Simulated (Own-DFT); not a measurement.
# Energy and forces against displacement in a stack of Si and Ge or SiGe layers, 96 atoms (Ge48Si48)

These are calculations, not measurements. The program, named Own-DFT, is a retired in-house plane-wave density functional code that no person has reviewed. Each row is one single-point run on a periodic cell that was not relaxed, without spin or spin-orbit coupling.

Settings of every run: PBE; PseudoDojo norm-conserving scalar-relativistic files; cutoff 42 hartree; 3 x 3 x 2 k mesh centred on Gamma; Fermi-Dirac smearing of 0.1 eV.

Known limits: forces on such cells moved up to 12 meV/angstrom on a denser k mesh; stress not checked against mesh or cutoff.

Cell vectors in Å: (10.862, 0.000, 0.000); (0.000, 10.862, 0.000); (0.000, 0.000, 16.293). In each run every atom was moved at random and independently from its ideal site; u is the rms move along one axis. The random placing of the alloy's atoms differs from row to row. E is the free energy for each atom above the fitted value at u = 0, and F the rms of the force components.

```
run,u (Å),E (meV/atom),F (eV/Å),largest force (eV/Å),P (GPa)
1,0.0282,17.7,0.536,1.89,9.14
2,0.0295,16.9,0.556,1.79,9.13
3,0.0313,23.0,0.616,2.50,9.21
4,0.0542,?,?,?,?
5,0.0581,80.1,1.183,4.18,9.95
6,0.0631,92.6,1.242,4.52,10.09
7,0.0971,201.7,1.976,10.24,11.41
8,0.1053,229.3,2.005,7.82,11.81
```

## Worked fit

For small independent moves the energy grows as E = (3/2) K u², with K the mean stiffness felt by one atom. The runs with u up to 0.11 Å give K = 14.7 ± 0.6 eV/Å², with residuals divided by u² + 0.0006 Å², since the noise grows with the moves. The scatter is 4.0 meV/atom at u = 0.05 Å. The forces follow F = G u with G = 19.6 eV/Å²; no force at u = 0 is resolved. G exceeds K because the moves of its neighbours add to the force on an atom, and stiffness differs between atoms. The pressure follows P = 8.97 + 260 u² GPa: at fixed volume, shortened bonds push harder than stretched ones pull.

## Withheld run

Question: what energy and rms force should run 4 give?

The fit gives 65 ± 5 meV/atom and about 1.06 eV/Å. The calculation gave 68.1 meV/atom and 1.057 eV/Å.
